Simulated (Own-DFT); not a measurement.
# Strain and stress in 2H SiC, 32 atoms (C16Si16)

Calculated results; nothing here was measured. The program, named Own-DFT, is a retired in-house plane-wave density functional code that no person has reviewed. Each row is one single-point run on a periodic cell that was not relaxed, without spin or spin-orbit coupling.

Settings of every run: PBE; PseudoDojo norm-conserving scalar-relativistic files; cutoff 42 hartree; 5 x 5 x 3 k mesh centred on Gamma; Fermi-Dirac smearing of 0.1 eV.

Known limits: forces on such cells passed a denser k mesh, each cell not checked; stress not checked against mesh or cutoff.

Unstrained cell vectors in Å: (6.165, 0.000, 0.000); (-3.083, 5.339, 0.000); (0.000, 0.000, 10.068). The unstrained cell has measured lattice constants (interpolated for alloys), not those of this functional. That, the random moves and any unrelaxed bonds set the pressure at no strain. Each run strains this cell uniformly, with the atoms carried along. Every atom was also moved at random, by a Gaussian of width 0.05 Å on each axis. Strain is the symmetric tensor, in per cent. Stress is positive in tension, and the pressure is minus a third of its trace.

| run | e_xx (%) | e_yy (%) | e_zz (%) | e_yz (%) | e_xz (%) | e_xy (%) | s_xx (GPa) | s_yy (GPa) | s_zz (GPa) | s_yz (GPa) | s_xz (GPa) | s_xy (GPa) | P (GPa) | E (meV/atom) |
|---|---|---|---|---|---|---|---|---|---|---|---|---|---|---|
| 1 | 0.73 | 1.69 | 1.40 | 1.82 | 0.07 | -1.64 | 3.68 | 3.56 | 1.35 | 5.01 | -0.97 | -6.35 | -2.87 | 18.8 |
| 2 | -0.08 | -0.92 | 0.34 | -0.53 | 1.51 | 0.46 | -3.52 | -11.16 | -4.52 | -2.20 | 4.25 | 0.15 | 6.40 | 6.6 |
| 3 | 1.72 | -0.89 | -1.03 | 0.48 | -1.23 | 1.19 | 4.13 | -4.92 | -17.09 | 0.74 | -4.95 | 4.07 | 5.96 | 27.5 |
| 4 | -1.85 | -0.43 | -0.06 | 0.51 | -1.61 | -0.13 | -12.19 | -12.28 | -8.50 | 2.06 | -3.25 | 1.49 | 10.99 | 27.0 |
| 5 | -1.16 | 1.77 | -0.26 | -0.59 | -1.06 | -0.84 | -9.81 | 3.28 | -6.81 | -2.13 | -2.41 | -3.96 | 4.45 | 19.0 |
| 6 | -0.39 | 1.17 | 1.16 | 1.57 | -1.07 | 1.19 | -5.99 | -0.53 | 1.36 | 6.61 | -3.68 | 6.63 | 1.72 | 28.2 |
| 7 | 0.38 | 0.48 | 0.86 | -0.54 | -1.54 | -1.75 | -3.14 | 0.80 | -2.50 | -1.42 | -6.01 | -6.85 | 1.61 | 18.4 |
| 8 | 1.41 | 0.26 | -1.59 | -1.49 | -1.50 | -1.25 | 2.25 | -0.53 | -16.21 | -3.56 | -4.64 | -6.91 | 4.83 | 0.0 |
| 9 | 1.35 | 0.88 | -0.54 | -0.85 | -0.81 | 1.00 | 4.68 | -0.42 | -7.84 | -2.60 | -2.92 | 4.72 | 1.19 | 1.4 |
| 10 | -0.72 | -1.89 | 0.36 | -1.91 | -0.16 | 1.70 | -9.19 | -19.92 | -4.77 | -6.80 | -1.93 | 8.77 | 11.29 | 36.0 |
| 11 | -1.22 | -0.03 | -1.79 | 0.59 | -0.71 | 0.39 | -12.95 | -3.98 | -19.75 | 1.15 | -1.69 | 0.62 | 12.23 | 15.8 |
| 12 | -1.19 | -1.62 | -0.21 | -1.92 | 0.26 | 0.26 | -12.32 | -18.65 | -8.53 | -8.18 | 1.26 | 4.80 | 13.17 | 35.5 |
| 13 | -0.14 | 1.50 | 0.33 | -1.50 | -0.12 | -1.21 | -3.89 | 2.05 | -4.79 | -4.42 | 1.29 | -5.51 | 2.21 | 30.7 |
| 14 | -1.35 | -0.18 | -0.63 | -0.04 | 1.95 | 0.27 | -12.74 | -6.36 | -13.89 | -0.11 | 5.50 | 1.12 | 11.00 | 42.2 |
| 15 | 0.85 | 1.52 | -0.27 | 0.83 | 1.00 | 1.32 | 2.35 | 4.02 | -9.25 | 3.62 | 3.32 | 3.45 | 0.96 | 16.0 |
| 16 | 0.31 | 0.07 | -0.73 | -0.19 | 1.77 | 0.92 | -1.62 | -2.03 | -16.12 | -0.40 | 5.67 | 3.98 | 6.59 | 29.0 |
| 17 | 1.28 | -0.25 | -1.45 | -0.83 | -0.26 | -1.35 | 3.18 | -6.93 | -20.59 | -1.07 | 0.38 | -6.65 | 8.11 | 97.4 |
| 18 | 1.91 | 1.64 | -0.57 | 1.44 | -1.37 | -1.97 | ? | ? | ? | ? | ? | ? | ? | ? |

E is the free energy for each atom above the lowest run shown.

## Worked fit

Each stress component was fitted by least squares to a constant and the strains of the runs shown, as fractions, with shears doubled. Shear strains stay in the fit of a normal stress only where such slopes are resolved. The slopes, in GPa:

```
stress,at no strain,per e_xx,per e_yy,per e_zz,scatter
s_xx,-3.9,569 ± 31,60 ± 31,69 ± 38,1.31
s_yy,-5.7,142 ± 49,600 ± 50,-102 ± 61,2.10
s_zz,-7.7,-24 ± 47,53 ± 48,694 ± 58,2.01
```

Each shear stress against twice its own strain: yz 161 ± 13, xz 154 ± 10, xy 217 ± 16 GPa. These are stiffnesses along x, y and z of the frame in which the cell vectors are given, which need not be the crystal's axes. The atoms are held to the strained lattice; where symmetry lets them move under strain, relaxing them would lower some slopes. The table should be nearly symmetric about its diagonal, and what it lacks of that shows the noise. A ninth of its sum, 229 ± 7 GPa, estimates the bulk modulus near the mean pressure of these runs, 5.9 GPa, so it lies above the value at zero pressure.

## Withheld run

Question: what normal stresses and pressure should run 18 give?

The fit gives s_xx = 7.6, s_yy = 7.5, s_zz = -11.3 and P = -1.2 GPa. The calculation gave 6.21, 4.88, -12.58 and P = 0.50 GPa.
